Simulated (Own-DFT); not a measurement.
# Response to strain: diamond silicon, 64 atoms (Si64)

Everything here is calculated. The program is Own-DFT (plane waves, in-house, since retired, never reviewed by a person); positions were held fixed, and spin and spin-orbit coupling were off.

Settings: PBE; PseudoDojo norm-conserving scalar-relativistic files; cutoff 20 hartree; 3 x 3 x 3 k mesh centred on Gamma; Fermi-Dirac smearing of 0.1 eV.

Keep in mind: k mesh not checked against a denser one; stress not checked against mesh or cutoff.

Unstrained cell vectors in Å: (10.862, 0.000, 0.000); (0.000, 10.862, 0.000); (0.000, 0.000, 10.862). The unstrained cell has measured lattice constants (interpolated for alloys), not those of this functional. That, the random moves and any unrelaxed bonds set the pressure at no strain. Each run strains this cell uniformly, with the atoms carried along. Random moves of width 0.05 Å per axis were added to every atom. Strain is the symmetric tensor, in per cent. Stress is positive in tension, and the pressure is minus a third of its trace.

| run | e_xx (%) | e_yy (%) | e_zz (%) | e_yz (%) | e_xz (%) | e_xy (%) | s_xx (GPa) | s_yy (GPa) | s_zz (GPa) | s_yz (GPa) | s_xz (GPa) | s_xy (GPa) | P (GPa) | E (meV/atom) |
|---|---|---|---|---|---|---|---|---|---|---|---|---|---|---|
| 1 | -1.82 | -0.94 | 1.32 | 0.76 | -0.64 | 1.10 | -5.30 | -4.48 | -2.26 | 2.41 | -2.00 | 3.01 | 4.02 | 6.6 |
| 2 | -1.09 | 0.08 | -0.27 | 0.25 | -1.81 | -0.86 | -4.59 | -3.49 | -3.68 | 0.72 | -3.74 | -0.29 | 3.92 | 16.6 |
| 3 | -1.50 | 1.07 | -1.55 | 1.36 | 0.24 | -1.19 | -5.31 | -3.02 | -5.46 | 3.85 | 0.19 | -2.49 | 4.60 | 11.4 |
| 4 | 0.63 | 0.79 | -0.64 | 0.00 | -0.65 | 1.57 | -1.47 | -1.41 | -2.66 | 0.22 | -2.05 | 2.40 | 1.85 | 4.0 |
| 5 | -1.06 | 1.53 | 0.48 | -0.84 | 0.83 | 1.27 | -2.89 | -0.49 | -1.56 | -1.64 | 1.92 | 2.29 | 1.65 | 0.3 |
| 6 | 0.51 | -1.80 | 1.08 | -1.19 | -1.00 | -1.80 | -2.51 | -4.68 | -2.01 | -2.83 | -2.04 | -4.30 | 3.07 | 21.6 |
| 7 | -1.04 | -0.27 | 1.41 | -1.18 | 1.30 | -1.75 | -3.71 | -2.96 | -1.33 | -3.07 | 2.74 | -3.21 | 2.67 | 14.9 |
| 8 | 0.66 | -0.26 | 1.02 | -0.99 | 1.16 | 0.96 | -1.06 | -2.06 | -0.81 | -2.14 | 2.45 | 1.62 | 1.31 | 5.0 |
| 9 | 1.17 | -1.41 | -1.51 | -0.88 | 0.27 | -0.95 | -2.70 | -5.25 | -5.27 | -2.03 | -0.09 | -2.50 | 4.41 | 15.8 |
| 10 | -1.08 | 1.33 | -0.88 | -1.35 | -0.82 | 1.25 | -3.99 | -1.79 | -3.80 | -2.45 | -2.38 | 1.85 | 3.19 | 7.8 |
| 11 | 1.76 | -1.44 | -1.67 | 1.46 | 0.46 | 1.07 | -1.62 | -4.82 | -5.02 | 2.02 | 0.75 | 1.50 | 3.82 | 12.7 |
| 12 | 0.98 | 0.18 | -0.67 | 1.28 | -0.04 | -1.37 | -1.40 | -2.17 | -2.90 | 2.63 | -0.32 | -1.97 | 2.16 | 12.7 |
| 13 | 0.83 | 0.85 | 0.30 | -0.50 | -0.42 | -0.47 | -0.51 | -0.50 | -1.23 | -1.04 | -0.25 | -0.77 | 0.74 | 0.0 |
| 14 | -0.09 | -1.33 | -1.98 | 0.06 | 0.05 | 0.16 | -5.03 | -6.37 | -6.84 | 0.89 | 0.80 | 0.20 | 6.08 | 15.5 |
| 15 | -0.47 | -0.06 | 0.56 | -0.94 | 0.37 | -1.29 | -2.96 | -2.67 | -2.15 | -1.53 | 1.16 | -2.38 | 2.59 | 1.9 |
| 16 | 1.08 | -1.98 | -1.42 | -0.55 | -0.76 | 1.68 | ? | ? | ? | ? | ? | ? | ? | ? |

The last column gives the free energy per atom over the lowest of the runs shown.

## Worked fit

Regress every stress component on the fractional strains (shears doubled) of the visible runs, with a constant. Shear strains stay in the fit of a normal stress only where such slopes are resolved. The slopes, in GPa:

| stress | at no strain | per e_xx | per e_yy | per e_zz | scatter |
|---|---|---|---|---|---|
| s_xx | -2.6 | 163 ± 3 | 71 ± 3 | 63 ± 3 | 0.11 |
| s_yy | -2.7 | 68 ± 2 | 166 ± 2 | 67 ± 2 | 0.09 |
| s_zz | -2.7 | 64 ± 3 | 68 ± 3 | 157 ± 3 | 0.10 |

The slope of each shear stress on twice its own strain, from a fit on all six strains: yz 106 ± 7, xz 109 ± 9, xy 92 ± 6 GPa. These are stiffnesses along x, y and z of the frame in which the cell vectors are given, which need not be the crystal's axes. The atoms are held to the strained lattice; where symmetry lets them move under strain, relaxing them would lower some slopes. Symmetry asks for nearly equal slopes across the diagonal; the mismatch is a measure of noise. A ninth of the table's sum, 99 ± 2 GPa, estimates the bulk modulus near the mean pressure of these runs, 3.1 GPa, so it lies above the value at zero pressure.

## The run left out

Question: what normal stresses and pressure should run 16 give?

The fit gives s_xx = -3.2, s_yy = -6.2, s_zz = -5.6 and P = 5.0 GPa. The run itself gave -3.39, -6.11, -5.70 and P = 5.07 GPa.
